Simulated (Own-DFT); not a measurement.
Simulation results for Si3Ge (diamond-structure random alloy, atoms displaced)

Computed with Own-DFT development build. A calculation, not a measurement: plane-wave PBE density functional theory by an unreviewed code, no spin, of a simulated periodic cell, stress positive in tension, free energy of the whole cell less one offset for each atom, forces on such cells passed a denser k mesh, this cell's mesh not checked; offsets are fitted by least squares, one for each functional and potential file, so energies compare only between cells with the same atoms and settings and are not formation energies; the far tail of each file's local potential was reset to the Coulomb form; each entry is a single point on an unrelaxed cell, so the pressure reflects the starting lattice, mostly measured values, from which strain is counted, and rises with the displacements; printed positions are rounded, which can move forces by about a meV/angstrom; the program is a retired in-house code; no spin-orbit coupling.

Settings shared by all entries: functional PBE; potential files PseudoDojo norm-conserving, scalar-relativistic, standard set; wave cutoff 42 hartree; occupations Fermi-Dirac; smearing width 0.1 eV; k mesh 3 x 3 x 3 centred on Gamma.

(1) 
```xyz
64
Lattice="10.9755 0.0000 0.0000 0.0000 10.9755 0.0000 0.0000 0.0000 10.9755" Properties=species:S:1:pos:R:3:force_x:R:1:force_y:R:1:force_z:R:1 formula=Si3Ge free_energy_of_cell_above_offsets=-1.171 pressure=3.14 stress_xx=-3.27 stress_yy=-3.13 stress_zz=-3.02 stress_yz=-0.59 stress_xz=-0.37 stress_xy=-1.43
Si     0.0513     0.0161     0.0528     -0.519      -1.75     -0.224
Si    10.9159     2.8152     2.7475       0.14     -0.586     -1.036
Si     2.7268     0.0089     2.7344     -0.549      -1.04     -1.041
Si     2.7343     2.7000     0.0369      0.672      0.961     -0.255
Si     1.3644     1.3049     1.3196       0.09      1.378      1.471
Si     1.2308     4.1039     4.1414      1.859      0.129     -0.341
Si     4.0649     1.3269     3.9469      0.993      0.377      1.491
Si     4.2488     4.1957     1.3514     -1.509     -0.487      0.353
Si     0.0693    10.9362     5.4832     -1.264      0.222     -0.892
Si     0.0592     2.7048     8.1792     -0.223     -0.086      1.006
Ge     2.7127    10.9145     8.1459      2.507      0.105      1.053
Si     2.7601     2.6514     5.3486     -0.483      0.819      1.008
Ge     1.3957     1.2678     6.8655     -0.303      1.586     -1.356
Si     1.3725     4.1221     9.5901     -0.712      -0.73      0.968
Si     4.1622     1.4244     9.6321     -0.356     -0.441     -0.637
Si     4.0490     4.0860     6.9091       -0.3      0.356     -1.759
Si    10.9618     5.4861     0.1124      0.633      0.808     -3.262
Si    10.8676     8.1733     2.7525      0.785     -0.474     -0.221
Si     2.7267     5.5423     2.7493     -0.699     -1.107     -0.952
Si     2.7136     8.3221    10.9415      0.102      -1.91      0.313
Si     1.3082     6.8147     1.2765       1.15      1.401       1.52
Ge     1.4385     9.4791     4.1434     -0.551      0.208     -0.169
Si     4.0908     6.8758     3.9486      0.922     -0.385      1.639
Si     4.0431     9.6213     1.2824      0.529       0.25      1.019
Si     0.0098     5.5661     5.4040     -0.459      0.062      0.994
Si     0.1193     8.2820     8.3430     -2.555     -0.863     -1.505
Si     2.6239     5.4726     8.2468      1.301     -1.553      0.088
Ge     2.8396     8.1062     5.5942      1.097      0.847     -1.099
Ge     1.4512     6.8885     6.9788     -2.049     -0.213     -0.989
Ge     1.4088     9.5833     9.5497      0.038      1.543       1.59
Ge     4.0511     6.7618     9.5421      0.086      0.941      1.093
Si     4.2411     9.5935     6.8363     -0.265     -0.309      0.257
Ge     5.5438    10.8980    10.9419     -0.472      1.223      0.225
Si     5.4530     2.7537     2.7686       0.45     -0.276     -1.077
Si     8.3251     0.0784     2.7553      -1.26     -1.351     -0.621
Si     8.2917     2.7717     0.0754     -0.417       0.06     -0.256
Si     6.8743     1.3826     1.3852      0.079      0.127      0.328
Si     6.8880     4.0291     4.0384     -0.154     -0.172      1.318
Si     9.5450     1.4369     4.0582      1.556     -0.496      1.037
Si     9.6700     4.2581     1.3063     -1.705     -1.802      2.164
Si     5.4734     0.0134     5.4593      0.435      0.149     -0.413
Ge     5.5448     2.7831     8.1196     -0.611       0.57       2.18
Si     8.3270     0.0193     8.2857     -0.442     -0.957     -0.805
Ge     8.2338     2.6520     5.5838      0.047      0.931     -1.831
Ge     6.9483     1.3599     6.9687     -0.935     -1.519     -0.817
Si     6.9326     4.1544     9.6646     -0.769     -0.616      0.359
Ge     9.6044     1.2527     9.6749      0.869      2.055      0.178
Ge     9.6416     4.0619     6.8298      0.519      1.118      0.298
Si     5.5296     5.5888     0.0144      0.099     -1.001     -0.509
Ge     5.5280     8.3672     2.7717     -1.248     -1.554     -1.909
Si     8.2585     5.4691     2.8814     -1.277     -1.106     -2.744
Si     8.1948     8.2101     0.0073     -0.116      1.016     -0.136
Si     6.8816     6.8323     1.3661      0.281      0.524       1.03
Si     6.8396     9.5703     4.0817      1.831      1.921      1.557
Si     9.4586     6.8013     4.0725      2.131      1.423      1.429
Si     9.6046     9.5397     1.3923      -0.13      0.886     -0.262
Si     5.4777     5.3757     5.3790     -0.135      1.243      0.763
Ge     5.5820     8.1250     8.2717     -1.231      1.913      0.466
Si     8.2509     5.3840     8.3065      0.751      1.738     -0.423
Ge     8.3156     8.2231     5.5811     -1.056      0.145     -0.637
Si     6.9171     6.9354     6.9871      0.722     -2.936     -1.862
Si     6.8961     9.7059     9.5083      0.453     -1.723      0.745
Si     9.6200     6.9760     9.6677      0.295     -1.483     -0.451
Si     9.6169     9.6573     6.8665      1.331     -0.108      0.553
```

Units: free_energy_of_cell_above_offsets in eV; pressure, stress_xx, stress_yy, stress_zz, stress_yz, stress_xz, stress_xy in GPa; force_x, force_y, force_z in eV/Å.

(2) 
```xyz
64
Lattice="10.9755 0.0000 0.0000 0.0000 10.9755 0.0000 0.0000 0.0000 10.9755" Properties=species:S:1:pos:R:3:force_x:R:1:force_y:R:1:force_z:R:1 formula=Si3Ge free_energy_of_cell_above_offsets=-2.291 pressure=2.95 stress_xx=-3.05 stress_yy=-2.97 stress_zz=-2.82 stress_yz=0.33 stress_xz=0.33 stress_xy=0.45
Si     0.1186     0.0385     0.0111     -1.454     -0.235      0.608
Si     0.0643     2.7707     2.7078     -0.628      0.593      1.016
Ge     2.6879     0.0248     2.7243      0.767      -0.38      1.179
Si     2.7500     2.7118    10.9461      -0.48     -0.485     -0.083
Si     1.3726     1.3742     1.4718     -0.057      0.652     -1.866
Si     1.4456     4.1788     4.1755     -1.783     -0.534     -0.277
Si     4.1140     1.4064     4.0770     -0.391     -0.187      0.985
Si     4.0463     4.0176     1.3318      0.018      1.222      0.552
Ge    10.9185    10.8906     5.4413      0.779      1.256     -0.228
Si    10.9493     2.7611     8.2825      0.788     -0.002     -1.379
Si     2.7209     0.0714     8.1508      0.967     -1.531      1.159
Si     2.7099     2.8275     5.4678      0.802     -1.223      0.665
Si     1.4005     1.3246     6.8660     -1.199      1.464     -0.845
Si     1.3356     4.0683     9.6101      0.043      0.766      0.617
Si     4.1637     1.3942     9.5445     -0.622     -0.382      0.306
Si     4.1496     4.1398     6.8171     -0.458     -1.067      0.881
Si    10.9726     5.6078     0.0209     -0.493     -1.213     -0.947
Ge     0.0222     8.1190     2.6811     -0.912      1.431      2.463
Si     2.6889     5.4821     2.8382      1.535      0.047     -1.227
Ge     2.6539     8.1937    10.9597       0.99      0.953      0.196
Ge     1.3688     6.8387     1.4046      0.867     -1.226     -0.294
Si     1.4482     9.5855     4.1782     -0.659     -0.767     -0.519
Si     4.2271     6.8353     4.0115     -1.419      -0.29      1.939
Si     4.0763     9.6033     1.4696     -0.098      0.441     -1.897
Si    10.9487     5.4678     5.5098      0.585       0.19      0.826
Si    10.8818     8.2752     8.2391      1.735     -1.072      0.209
Si     2.7637     5.4091     8.2718      0.396      0.071      0.244
Si     2.7528     8.2340     5.5656      0.669     -0.804     -0.746
Si     1.4662     6.8270     6.9688     -1.318      0.357     -0.554
Si     1.2902     9.5830     9.6081      0.663      0.761     -0.824
Si     4.0849     6.8607     9.6639      0.431     -0.642     -0.339
Si     4.1609     9.5851     6.8309     -0.328     -0.039      1.032
Si     5.4692     0.0587     0.0297      -0.34      -0.87     -0.267
Ge     5.4774     2.7773     2.7757      -0.09      0.621      0.244
Si     8.2278    10.9369     2.6219     -0.047      0.276       1.63
Si     8.2169     2.7049     0.0153      -0.58      0.766     -0.662
Ge     6.8376     1.3965     1.4235       0.11     -0.191     -0.785
Si     6.8630     4.1996     4.1186      0.628      -0.29      0.348
Si     9.5714     1.3669     4.0409      0.167       0.14     -0.015
Ge     9.5207     4.1261     1.3445        1.3      -0.05      -0.16
Ge     5.5547    10.9411     5.4814     -1.032       0.73     -0.036
Si     5.5420     2.6202     8.1434     -0.678      2.677      1.221
Si     8.2873     0.0310     8.3331     -0.695     -0.338     -1.282
Si     8.2341     2.6965     5.5183      0.477      1.267     -0.864
Ge     6.9090     1.3767     6.8834      0.839     -1.116     -0.289
Si     6.9384     4.2447     9.5935     -1.924     -2.453      1.134
Ge     9.5870     1.4207     9.5562      0.817     -0.251      1.683
Si     9.5925     4.1423     6.9361      0.336     -0.735     -0.731
Si     5.4556     5.4625     0.0542     -0.898     -0.804     -1.027
Ge     5.4630     8.3472     2.8130      0.819     -0.576     -0.549
Si     8.2707     5.5569     2.6776     -0.583     -0.415      1.492
Si     8.2963     8.2891    10.8807     -1.931      0.955      1.828
Ge     6.7653     6.7735     1.3664      1.109      1.946     -0.072
Si     6.8899     9.6483     4.1392     -0.105      1.015      -1.76
Si     9.5718     6.7992     4.2004      0.247      0.447     -0.903
Si     9.5903     9.5636     1.4613      0.789      0.171     -1.865
Si     5.4687     5.4631     5.5523      0.657      0.857     -1.056
Si     5.4867     8.2280     8.3378      0.208     -0.036     -1.085
Ge     8.2706     5.4955     8.3373      0.785      1.688     -1.244
Ge     8.1518     8.3210     5.3900      1.297     -1.404       1.57
Si     6.8929     6.8506     6.8217      -0.68      0.305      0.855
Si     6.8808     9.6999     9.5558     -0.505     -0.596      1.115
Si     9.5924     7.0366     9.6666      1.088     -1.859     -0.803
Ge     9.6249     9.6287     6.9297     -1.318     -0.003     -0.518
```

Units: free_energy_of_cell_above_offsets in eV; pressure, stress_xx, stress_yy, stress_zz, stress_yz, stress_xz, stress_xy in GPa; force_x, force_y, force_z in eV/Å.

(3) 
```xyz
64
Lattice="10.9755 0.0000 0.0000 0.0000 10.9755 0.0000 0.0000 0.0000 10.9755" Properties=species:S:1:pos:R:3:force_x:R:1:force_y:R:1:force_z:R:1 formula=Si3Ge free_energy_of_cell_above_offsets=-1.606 pressure=3.23 stress_xx=-3.28 stress_yy=-3.19 stress_zz=-3.21 stress_yz=-0.14 stress_xz=-0.14 stress_xy=-0.24
Si     0.0211     0.0457    10.8689      0.132     -0.296      0.549
Si     0.0552     2.7867     2.6533     -1.421       0.25      0.001
Si     2.8079     0.0909     2.8567     -2.187     -1.675     -2.127
Si     2.7293     2.7420    10.8394      0.088      0.196      1.211
Si     1.3423     1.4763     1.3124      0.983     -1.151     -0.071
Ge     1.2733     4.1829     4.1116      2.005     -1.008     -0.642
Si     3.9873     1.3044     4.1730      2.497      2.281      0.559
Ge     4.0966     4.1009     1.4096     -0.291      0.086     -0.747
Si    10.9290     0.0290     5.4700      0.826     -0.234      0.208
Si    10.9382     2.6686     8.1367      0.264      0.966      1.515
Si     2.7051    10.9220     8.2227      0.211      0.841     -0.308
Si     2.7118     2.6795     5.5266      1.642      2.599     -1.739
Ge     1.4055     1.4962     6.7724     -1.331     -2.694      1.581
Si     1.3502     4.1456     9.6348     -0.254     -0.576     -1.347
Si     4.0738     1.3649     9.5748      0.085     -0.268      -0.58
Ge     4.2141     4.1187     6.9482     -3.514      2.232     -2.452
Si     0.0215     5.4523    10.9687     -0.208      1.358     -0.221
Si     0.0219     8.2266     2.8221     -0.018     -0.045      -0.15
Si     2.7581     5.5726     2.7280     -0.064      -0.25      0.708
Ge     2.8315     8.2395     0.1508     -0.934     -0.532      -1.63
Si     1.3415     6.8320     1.3969     -0.167      0.223      0.154
Si     1.3617     9.6024     4.2246     -0.401      1.074     -1.527
Si     4.1071     6.9343     4.1572      0.684     -0.712     -0.426
Ge     4.2189     9.6629     1.3808     -0.419      0.657      1.215
Ge     0.0239     5.5157     5.4970     -0.976     -0.103     -0.067
Ge    10.9541     8.2398     8.3027      0.448      0.868     -0.748
Si     2.6411     5.5372     8.2138      1.131     -0.909      0.746
Si     2.6677     8.2373     5.3930      0.936     -0.236      1.882
Ge     1.2874     6.8371     6.8909      1.136      1.259     -0.366
Si     1.4193     9.5772     9.5624      0.097      0.232      1.277
Si     4.1156     6.8322     9.5466      0.323      0.556      0.282
Si     4.0709     9.6275     6.8640      0.423     -0.947      0.095
Si     5.4426     0.0204    10.9078      1.352      0.333      0.083
Si     5.5634     2.8483     2.7296      -0.59      -1.78      0.577
Si     8.1686    10.9566     2.7508      0.431     -0.297     -0.327
Si     8.3363     2.7534    10.9060     -1.627     -0.345      0.026
Si     6.9174     1.3181     1.4082     -0.709      1.203     -1.153
Si     6.8559     4.1276     4.1449      0.602      0.334      0.306
Ge     9.6044     1.2888     4.0249      0.054      1.301       0.06
Si     9.5956     4.1385     1.2133     -0.009      0.184      2.014
Ge     5.5073     0.0843     5.5836     -1.308     -0.459     -0.404
Ge     5.4102     2.8077     8.1429      2.385     -2.134      3.189
Si     8.2605     0.0397     8.2917     -1.485     -0.847     -0.873
Si     8.2408     2.6941     5.5186      0.009      0.507     -0.647
Si     6.8076     1.4449     6.8655      1.473     -0.245      0.824
Si     6.9033     4.1805     9.5498     -1.002     -0.882      1.433
Si     9.5666     1.3585     9.5463      1.112      0.444      0.263
Ge     9.6467     4.1522     6.8578     -1.088     -0.579      0.308
Si     5.4519     5.5378     0.0510     -0.396     -1.262      -1.59
Si     5.5419     8.2866     2.7634          0     -1.189     -0.231
Si     8.1985     5.5688     2.7496      0.613     -1.115     -0.055
Si     8.1746     8.1700    10.9386      0.665     -0.031      1.346
Si     6.8336     6.7450     1.2963      0.386      1.878      1.239
Ge     6.8148     9.6861     4.1563      0.996     -1.222      0.474
Si     9.6292     6.8401     4.1917     -0.369       0.45     -1.268
Ge     9.6046     9.6193     1.3891     -0.014     -0.309     -0.466
Si     5.5414     5.5005     5.5871      0.025      0.928     -0.939
Si     5.6202     8.2613     8.2528     -1.888     -0.001     -0.315
Si     8.2461     5.4653     8.3101      0.647      1.766      -0.95
Si     8.3398     8.1603     5.5600     -1.091      0.734     -1.426
Si     6.9162     6.9934     6.8600      0.009     -1.873      0.633
Si     6.9029     9.5131     9.6632     -0.343      1.855     -0.503
Si     9.6427     6.9955     9.6292     -0.815     -2.416      0.619
Ge     9.5899     9.5927     6.8193      0.248       1.03      0.917
```

Units: free_energy_of_cell_above_offsets in eV; pressure, stress_xx, stress_yy, stress_zz, stress_yz, stress_xz, stress_xy in GPa; force_x, force_y, force_z in eV/Å.

(4) 
```xyz
64
Lattice="10.9755 0.0000 0.0000 0.0000 10.9755 0.0000 0.0000 0.0000 10.9755" Properties=species:S:1:pos:R:3:force_x:R:1:force_y:R:1:force_z:R:1 formula=Si3Ge free_energy_of_cell_above_offsets=-2.636 pressure=2.92 stress_xx=-2.94 stress_yy=-2.93 stress_zz=-2.91 stress_yz=-0.1 stress_xz=0.3 stress_xy=0.86
Si     0.0226     0.0161    10.9316      0.171      0.041      0.424
Ge    10.7887     2.6590     2.7786      1.782      1.211       0.15
Si     2.7133     0.0447     2.6604     -0.282     -0.244      0.581
Ge     2.6611     2.7914     0.0734      1.162     -0.275     -0.086
Si     1.2869     1.4554     1.3942     -0.033     -1.273     -0.179
Si     1.3911     4.1234     4.1418     -0.787     -0.303      0.246
Ge     4.0365     1.4157     4.1673      0.489     -0.369     -1.621
Si     4.0601     4.1835     1.4688      1.162     -0.804     -0.865
Si    10.8837    10.9667     5.4538       0.73     -0.026      0.708
Si     0.0263     2.7814     8.2654     -0.282      -0.45     -0.808
Si     2.7160    10.9164     8.2811     -0.335      0.801     -0.015
Si     2.8215     2.7917     5.4935      -1.38      0.497      1.303
Si     1.4155     1.3452     6.9376     -0.527      0.379     -0.973
Si     1.3709     4.0454     9.6102     -0.041       1.77     -0.616
Ge     4.1170     1.2838     9.6214     -0.139      1.003       0.03
Si     4.1888     4.1587     6.8741     -1.116      0.201     -0.164
Si     0.0142     5.4611    10.9750     -0.271      0.354      0.035
Ge     0.0046     8.3420     2.7493       -0.1      -1.66      0.325
Si     2.7211     5.4537     2.7734     -0.873      1.075     -0.141
Si     2.7280     8.2133     0.0370     -0.579      1.357     -0.045
Si     1.3722     6.9442     1.3753     -0.282     -1.381      0.137
Si     1.3500     9.6224     4.0863      0.511      1.282      0.583
Ge     4.0659     6.9424     4.0447      0.272      -0.11      0.397
Si     4.0986     9.5510     1.4159      0.286      0.858     -0.654
Si    10.9504     5.5456     5.5299      0.624       0.25     -1.868
Ge     0.0531     8.2882     8.2390     -0.936     -1.396      0.047
Si     2.6919     5.5751     8.1619      0.841     -0.852      1.433
Si     2.7200     8.3506     5.4954     -0.715     -1.087     -0.223
Si     1.3199     6.8352     6.8279      0.703      1.145     -0.306
Si     1.3451     9.6247     9.5525      0.722      -0.02      1.625
Si     4.0806     6.9244     9.7832      0.566     -1.456     -1.742
Ge     4.0431     9.6139     6.9430      0.923     -0.824     -0.055
Si     5.5197     0.0036     0.0044     -0.018     -0.719      0.678
Si     5.4892     2.7126     2.7063     -0.188      1.102      1.221
Si     8.2000     0.0181     2.6174     -0.036     -0.125      1.538
Si     8.2797     2.8066     0.1338      -1.35     -0.519     -1.164
Si     6.8229     1.4060     1.4215      0.148     -0.132     -1.224
Si     6.9437     4.1334     4.1952      -1.08     -0.205     -0.885
Si     9.5262     1.3500     4.1085      -0.78     -1.039      0.491
Si     9.5769     4.0992     1.4078       0.71      1.253     -0.015
Ge     5.3945    10.9608     5.4707      1.518      0.074      0.422
Ge     5.5534     2.7206     8.1255     -0.753      0.555      1.588
Si     8.1299    10.9461     8.1587       1.47     -0.014       0.72
Si     8.3241     2.7932     5.4830     -0.653     -0.725      0.446
Si     6.9179     1.3948     6.9181      0.188     -0.285     -2.271
Ge     6.8993     4.2441     9.5610      0.055     -1.877      0.581
Ge     9.5712     1.4022     9.6402     -0.393     -0.192     -0.577
Si     9.7267     4.1458     6.7327     -0.812     -0.778      1.914
Si     5.5141     5.4151     0.0026     -1.227      1.009      0.692
Si     5.5480     8.1597     2.5952     -1.342      2.404      2.884
Si     8.3125     5.4622     2.8075     -1.376     -0.008     -0.917
Ge     8.2237     8.1763    10.8784     -0.028      0.871      0.696
Ge     6.8139     6.9507     1.3470      1.729     -3.019     -0.902
Si     6.9436     9.6037     4.1410     -1.289       0.25     -1.322
Si     9.5690     6.8312     4.0517       0.62      1.212      1.342
Ge     9.5984     9.5875     1.3514      -0.19      0.745     -1.085
Si     5.3927     5.4659     5.4234      1.333      0.531      0.202
Si     5.4599     8.1073     8.2407      0.018     -0.292     -0.273
Si     8.2445     5.4535     8.1673      1.601      0.167     -0.365
Si     8.1812     8.2879     5.5105      0.922     -1.317      0.013
Si     6.9627     6.7420     6.8306     -1.871      0.905      -0.62
Ge     6.8344     9.5542     9.5232     -0.629      0.475      0.168
Si     9.5159     6.8458     9.5987      1.722     -1.105     -0.806
Si     9.5839     9.5409     6.9075      -0.28      1.104     -0.833
```

Units: free_energy_of_cell_above_offsets in eV; pressure, stress_xx, stress_yy, stress_zz, stress_yz, stress_xz, stress_xy in GPa; force_x, force_y, force_z in eV/Å.
